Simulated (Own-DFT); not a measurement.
# How strain changes the stress of 2H SiC, 72 atoms (C36Si36)

These are calculations, not measurements. The program, named Own-DFT, is a retired in-house plane-wave density functional code that no person has reviewed. Each row is one single-point run on a periodic cell that was not relaxed, without spin or spin-orbit coupling.

Settings of every run: PBE; PseudoDojo norm-conserving scalar-relativistic files; cutoff 42 hartree; 4 x 4 x 3 k mesh centred on Gamma; Fermi-Dirac smearing of 0.1 eV.

Known limits: forces on such cells passed a denser k mesh, each cell not checked; stress not checked against mesh or cutoff.

Unstrained cell vectors in Å: (9.248, 0.000, 0.000); (-4.624, 8.009, 0.000); (0.000, 0.000, 10.068). The unstrained cell has measured lattice constants (interpolated for alloys), not those of this functional. That, the random moves and any unrelaxed bonds set the pressure at no strain. Each run strains this cell uniformly, with the atoms carried along. Every atom was also moved at random, by a Gaussian of width 0.05 Å on each axis. Strain is the symmetric tensor, in per cent. Stress is positive in tension, and the pressure is minus a third of its trace.

| run | e_xx (%) | e_yy (%) | e_zz (%) | e_yz (%) | e_xz (%) | e_xy (%) | s_xx (GPa) | s_yy (GPa) | s_zz (GPa) | s_yz (GPa) | s_xz (GPa) | s_xy (GPa) | P (GPa) | E (meV/atom) |
|---|---|---|---|---|---|---|---|---|---|---|---|---|---|---|
| 1 | -1.11 | -1.79 | 0.71 | -0.66 | 1.31 | -1.07 | -10.36 | -16.85 | -4.74 | -2.62 | 4.80 | -5.06 | 10.65 | 21.8 |
| 2 | -1.38 | 0.55 | -0.89 | 0.51 | 0.38 | 1.68 | -12.05 | -3.97 | -14.33 | 2.10 | 2.13 | 8.16 | 10.12 | 45.0 |
| 3 | -0.36 | -0.22 | 0.01 | 0.69 | -0.89 | -1.15 | -6.27 | -7.50 | -5.58 | 1.95 | -2.02 | -4.38 | 6.45 | 3.1 |
| 4 | -1.12 | 1.49 | 1.97 | -0.40 | 1.57 | 0.96 | -7.01 | 3.25 | 2.83 | -0.79 | 3.19 | 4.42 | 0.31 | 10.8 |
| 5 | -0.22 | -0.74 | 0.15 | -0.51 | -0.98 | -0.46 | -6.83 | -7.37 | -6.73 | -1.85 | -3.54 | -0.90 | 6.98 | 0.0 |
| 6 | 1.53 | 1.90 | 1.03 | -1.51 | 1.17 | -0.26 | 5.69 | 7.35 | -2.27 | -4.35 | 3.70 | -1.10 | -3.59 | 15.7 |
| 7 | 1.01 | 1.51 | -0.92 | -1.61 | -0.43 | 1.53 | 2.38 | 3.66 | -12.88 | -4.83 | -1.43 | 6.28 | 2.28 | 27.3 |
| 8 | -1.56 | 1.21 | 1.21 | 1.18 | 0.38 | 0.33 | -11.59 | 0.55 | -0.44 | 4.25 | 0.29 | 1.64 | 3.83 | 18.6 |
| 9 | -0.66 | 1.80 | 0.86 | 1.97 | -1.49 | 0.72 | -5.95 | 4.51 | -2.81 | 7.23 | -4.23 | 1.78 | 1.42 | 21.8 |
| 10 | -1.83 | 0.34 | 1.57 | -1.52 | -0.09 | -1.00 | -14.74 | -3.26 | 1.62 | -3.88 | -0.21 | -5.80 | 5.46 | 16.2 |
| 11 | -0.71 | -1.62 | -0.68 | -1.32 | 1.54 | -1.56 | -11.77 | -14.62 | -13.62 | -5.15 | 4.77 | -8.72 | 13.33 | 51.1 |
| 12 | -0.65 | -0.12 | -0.83 | 1.21 | -0.31 | -1.56 | -6.05 | -7.72 | -13.65 | 4.38 | 0.09 | -6.42 | 9.14 | 31.7 |
| 13 | 1.41 | 0.88 | -0.86 | 0.55 | -0.55 | 1.60 | 5.41 | 1.08 | -12.82 | 1.60 | -1.55 | 5.44 | 2.11 | 2.9 |
| 14 | 0.33 | -1.38 | -0.80 | 0.35 | 0.14 | -1.35 | -2.61 | -14.80 | -12.03 | 1.74 | 0.06 | -5.43 | 9.81 | 16.2 |
| 15 | 1.75 | 0.36 | 1.27 | -1.35 | 0.45 | -1.63 | 4.47 | -1.21 | 1.66 | -5.04 | 1.49 | -7.14 | -1.64 | 7.9 |
| 16 | 0.44 | -0.43 | 0.44 | -1.57 | 0.03 | 0.82 | -3.14 | -7.11 | -3.07 | -5.53 | -0.41 | 3.97 | 4.44 | 11.7 |
| 17 | 0.47 | 1.11 | 1.24 | -1.83 | -0.02 | 1.84 | ? | ? | ? | ? | ? | ? | ? | ? |

E is the free energy for each atom above the lowest run shown.

## Worked fit

Each stress component was fitted by least squares to a constant and the strains of the runs shown, as fractions, with shears doubled. Shear strains stay in the fit of a normal stress only where such slopes are resolved. The slopes, in GPa:

| stress | at no strain | per e_xx | per e_yy | per e_zz | scatter |
|---|---|---|---|---|---|
| s_xx | -4.2 | 533 ± 31 | 105 ± 31 | -5 ± 37 | 1.31 |
| s_yy | -5.3 | 88 ± 23 | 568 ± 23 | 61 ± 27 | 0.96 |
| s_zz | -7.7 | 56 ± 28 | -17 ± 27 | 629 ± 33 | 1.16 |

Each shear stress against twice its own strain: yz 160 ± 7, xz 149 ± 12, xy 223 ± 18 GPa. These are stiffnesses along x, y and z of the frame in which the cell vectors are given, which need not be the crystal's axes. The atoms are held to the strained lattice; where symmetry lets them move under strain, relaxing them would lower some slopes. The table should be nearly symmetric about its diagonal, and what it lacks of that shows the noise. A ninth of its sum, 224 ± 5 GPa, estimates the bulk modulus near the mean pressure of these runs, 5.1 GPa, so it lies above the value at zero pressure.

## Withheld run

Question: what normal stresses and pressure should run 17 give?

The fit gives s_xx = -0.6, s_yy = 2.1, s_zz = 0.2 and P = -0.6 GPa. The calculation gave 2.04, 0.48, -1.05 and P = -0.49 GPa.
